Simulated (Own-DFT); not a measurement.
# What a defect does to the pressure of its cell: C11b WSi2

Source: density functional calculations with Own-DFT, an unreviewed in-house program that is no longer used. Nothing was measured or relaxed, and spin and spin-orbit coupling are left out.

Settings: PBE; PseudoDojo norm-conserving scalar-relativistic files; cutoff 50 hartree; 5 x 5 x 5 k mesh centred on Gamma; cold (Marzari-Vanderbilt) smearing of 0.2 eV.

Caveats: forces on such cells failed a check on a denser k mesh; stress not checked against mesh or cutoff.

All runs share one cell, with vectors in Å (-2.148, -5.953, 3.409); (-6.444, 2.976, 1.136); (-2.553, -2.948, -6.757) and a volume of 403.2 Å³. The atoms are randomly displaced, by u rms on each axis. The defect's site can differ from row to row.

| cell | formula | u (Å) | P (GPa) |
|---|---|---|---|
| no defect | Si20W10 | 0.0191 | 4.46 |
| no defect | Si20W10 | 0.0459 | 5.29 |
| no defect | Si20W10 | 0.0467 | 5.53 |
| one W vacancy | Si20W9 | 0.0289 | 3.26 |
| one W vacancy | Si20W9 | 0.0292 | ? |
| one W vacancy | Si20W9 | 0.0488 | 4.70 |
| one W vacancy | Si20W9 | 0.0522 | 4.67 |
| one Si vacancy | Si19W10 | 0.0285 | 2.99 |
| one Si vacancy | Si19W10 | 0.0485 | 4.09 |
| one Si vacancy | Si19W10 | 0.0511 | 4.53 |
| one Si on a W site | Si21W9 | 0.0295 | 6.40 |
| one Si on a W site | Si21W9 | 0.0322 | 6.69 |
| one Si on a W site | Si21W9 | 0.0502 | 7.03 |
| one W on a Si site | Si19W11 | 0.0292 | 10.02 |
| one W on a Si site | Si19W11 | 0.0312 | 9.69 |
| one W on a Si site | Si19W11 | 0.0571 | 11.40 |

## Fit

P = P0 + c u² + a shift for each defect gives P0 = 4.11 GPa, c = 635 ± 70 GPa/Å² and a scatter of 0.24 GPa. The shifts, and each times the cell's volume:

- one W on a Si site: 5.18 ± 0.19 GPa, 13.0 eV
- one Si on a W site: 1.66 ± 0.19 GPa, 4.2 eV
- one W vacancy: -1.16 ± 0.20 GPa, -2.9 eV
- one Si vacancy: -1.47 ± 0.20 GPa, -3.7 eV

Positive is outwards. The product with the volume (160.2 GPa Å³ to the eV) is nearly free of the cell's size; divided by the bulk modulus at the cell's pressure it gives the volume that the defect adds. The atoms around the defects weren't relaxed, which would change these numbers.

## The run left out

Asked: what pressure belongs in the blank (one W vacancy, u = 0.0292 Å)?

The fit gives 3.49 ± 0.28 GPa. The run itself gave 3.13 GPa.
